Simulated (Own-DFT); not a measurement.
# Energy and forces against displacement in rutile TiO2, 72 atoms (O48Ti24)

Calculated results; nothing here was measured. They come from Own-DFT, an in-house plane-wave density functional program, since retired, whose code no person has reviewed. Each row is one single-point run on a periodic cell that was not relaxed, without spin or spin-orbit coupling.

Settings of every run: PBE; PseudoDojo norm-conserving scalar-relativistic files; cutoff 72 hartree; 3 x 3 x 3 k mesh centred on Gamma; Fermi-Dirac smearing of 0.1 eV.

Known limits: oxygen file: force components 24 meV/angstrom off all-electron in a glass; forces on such cells passed a denser k mesh, each cell not checked; stress not checked against mesh or cutoff.

Cell vectors in Å: (9.187, 0.000, 0.000); (0.000, 9.187, 0.000); (0.000, 0.000, 8.876). In each run every atom was moved at random and independently from its ideal site; u is the rms move along one axis. E is the free energy for each atom above the fitted value at u = 0, and F the rms of the force components.

| run | u (Å) | E (meV/atom) | F (eV/Å) | largest force (eV/Å) | P (GPa) |
|---|---|---|---|---|---|
| 1 | 0.0188 | 8.8 | 0.340 | 1.36 | 4.76 |
| 2 | 0.0189 | 8.8 | 0.352 | 1.46 | 4.81 |
| 3 | 0.0202 | 8.9 | 0.338 | 1.20 | 4.71 |
| 4 | 0.0485 | ? | ? | ? | ? |
| 5 | 0.0498 | 48.6 | 0.931 | 3.53 | 5.87 |
| 6 | 0.0731 | 116.6 | 1.568 | 6.17 | 9.69 |
| 7 | 0.0762 | 158.4 | 2.022 | 8.49 | 11.75 |
| 8 | 0.1233 | 313.4 | 2.896 | 12.53 | 17.47 |

## Worked fit

For small independent moves the energy grows as E = (3/2) K u², with K the mean stiffness felt by one atom. The runs with u up to 0.11 Å give K = 15.5 ± 1.2 eV/Å², with residuals divided by u² + 0.0006 Å², since the noise grows with the moves. The scatter is 7.7 meV/atom at u = 0.05 Å. The forces follow F = G u with G = 20.3 eV/Å²; no force at u = 0 is resolved. G exceeds K because the moves of its neighbours add to the force on an atom, and stiffness differs between atoms. The pressure follows P = 4.09 + 1156 u² GPa: at fixed volume, shortened bonds push harder than stretched ones pull.

## Withheld run

Question: what energy and rms force should run 4 give?

The fit gives 55 ± 9 meV/atom and about 0.98 eV/Å. The calculation gave 49.2 meV/atom and 0.987 eV/Å.
